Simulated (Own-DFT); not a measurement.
# Response to strain: hcp Hf, 36 atoms (Hf36)

Calculated results; nothing here was measured. They come from Own-DFT, an in-house plane-wave density functional program, since retired, whose code no person has reviewed. Each row is one single-point run on a periodic cell that was not relaxed, without spin or spin-orbit coupling.

Settings of every run: PBE; PseudoDojo norm-conserving scalar-relativistic files; cutoff 42 hartree; 4 x 4 x 4 k mesh centred on Gamma; cold (Marzari-Vanderbilt) smearing of 0.2 eV.

Known limits: hafnium file: forces about 75 meV/angstrom off all-electron values; forces on such cells passed a denser k mesh, each cell not checked; stress not checked against mesh or cutoff.

Unstrained cell vectors in Å: (9.589, 0.000, 0.000); (-4.795, 8.304, 0.000); (0.000, 0.000, 10.102). The unstrained cell has measured lattice constants (interpolated for alloys), not those of this functional. That, the random moves and any unrelaxed bonds set the pressure at no strain. Each run strains this cell uniformly, with the atoms carried along. Every atom was also moved at random, by a Gaussian of width 0.05 Å on each axis. Strain is the symmetric tensor, in per cent. Stress is positive in tension, and the pressure is minus a third of its trace.

| run | e_xx (%) | e_yy (%) | e_zz (%) | e_yz (%) | e_xz (%) | e_xy (%) | s_xx (GPa) | s_yy (GPa) | s_zz (GPa) | s_yz (GPa) | s_xz (GPa) | s_xy (GPa) | P (GPa) | E (meV/atom) |
|---|---|---|---|---|---|---|---|---|---|---|---|---|---|---|
| 1 | -1.56 | 0.67 | 1.23 | 0.29 | 0.08 | -0.31 | -3.13 | -0.11 | 0.30 | 0.34 | 0.03 | -0.33 | 0.98 | 0.0 |
| 2 | 0.84 | 1.59 | 0.53 | 0.02 | -1.65 | -0.85 | 1.26 | 2.76 | 1.14 | -0.07 | -1.69 | -1.22 | -1.72 | 5.6 |
| 3 | -0.67 | -0.44 | -1.50 | 0.99 | -0.31 | -1.02 | -4.16 | -3.82 | -5.97 | 0.99 | -0.32 | -1.44 | 4.65 | 20.9 |
| 4 | 0.94 | 0.85 | 0.13 | -1.29 | 1.53 | 1.04 | 1.02 | 0.96 | -0.23 | -1.35 | 1.59 | 1.54 | -0.58 | 7.3 |
| 5 | 1.84 | -0.68 | 0.53 | -1.36 | 0.13 | -0.54 | 2.09 | -1.16 | 0.24 | -1.41 | 0.16 | -0.81 | -0.39 | 2.9 |
| 6 | 1.85 | 0.00 | 1.06 | 0.68 | -1.96 | -1.03 | 3.15 | 0.12 | 1.58 | 0.65 | -1.79 | -1.33 | -1.62 | 9.1 |
| 7 | 0.68 | -0.86 | -0.26 | -1.28 | -1.74 | 0.94 | -0.39 | -2.90 | -2.50 | -1.25 | -1.57 | 1.10 | 1.93 | 7.4 |
| 8 | -1.55 | 0.76 | -1.65 | -0.99 | 0.83 | -0.72 | -5.17 | -2.21 | -5.86 | -0.94 | 0.86 | -0.90 | 4.41 | 13.8 |
| 9 | -1.19 | -1.87 | 1.87 | 1.91 | 1.55 | -0.53 | -3.36 | -4.79 | -0.18 | 1.89 | 1.48 | -1.03 | 2.78 | 21.0 |
| 10 | -1.93 | 1.59 | -1.87 | -1.30 | -0.66 | 0.33 | -5.64 | -0.75 | -5.81 | -1.38 | -0.72 | -0.19 | 4.07 | 13.3 |
| 11 | -1.58 | -1.79 | -1.20 | 0.95 | -1.07 | -1.33 | -6.93 | -6.99 | -7.05 | 0.86 | -1.07 | -2.17 | 6.99 | 29.3 |
| 12 | -1.05 | 0.48 | 1.10 | 1.06 | 1.00 | -1.31 | -2.24 | -0.26 | 0.26 | 1.00 | 0.97 | -1.57 | 0.75 | 2.0 |
| 13 | -1.23 | -0.91 | -0.39 | 1.90 | -0.77 | 1.84 | -4.64 | -4.47 | -4.07 | 1.97 | -0.96 | 2.79 | 4.39 | 20.1 |
| 14 | -0.73 | -1.14 | -0.21 | 1.18 | -1.75 | -0.32 | -3.74 | -4.07 | -3.48 | 1.21 | -1.72 | -0.46 | 3.76 | 10.1 |
| 15 | -1.45 | -1.38 | -0.39 | -0.17 | 1.66 | 0.12 | -5.47 | -5.44 | -4.56 | -0.23 | 1.72 | 0.37 | 5.16 | 11.7 |
| 16 | -0.83 | -0.81 | -0.70 | -0.24 | 0.74 | 0.13 | ? | ? | ? | ? | ? | ? | ? | ? |

E is the free energy for each atom above the lowest run shown.

## Worked fit

Each stress component was fitted by least squares to a constant and the strains of the runs shown, as fractions, with shears doubled. Shear strains stay in the fit of a normal stress only where such slopes are resolved. The slopes, in GPa:

```
stress  at no strain  per e_xx  per e_yy  per e_zz  scatter
  s_xx          -1.4   197 ± 5    61 ± 5    79 ± 5     0.21
  s_yy          -1.5    62 ± 4   204 ± 4    72 ± 4     0.16
  s_zz          -1.8    68 ± 3    78 ± 3   215 ± 3     0.13
```

Each shear stress against twice its own strain: yz 50 ± 1, xz 49 ± 1, xy 72 ± 4 GPa. These are stiffnesses along x, y and z of the frame in which the cell vectors are given, which need not be the crystal's axes. The atoms are held to the strained lattice; where symmetry lets them move under strain, relaxing them would lower some slopes. The table should be nearly symmetric about its diagonal, and what it lacks of that shows the noise. A ninth of its sum, 115 ± 2 GPa, estimates the bulk modulus near the mean pressure of these runs, 2.4 GPa, so it lies above the value at zero pressure.

## Withheld run

Question: what normal stresses and pressure should run 16 give?

The fit gives s_xx = -4.1, s_yy = -4.1, s_zz = -4.5 and P = 4.2 GPa. The calculation gave -3.75, -4.27, -4.51 and P = 4.17 GPa.
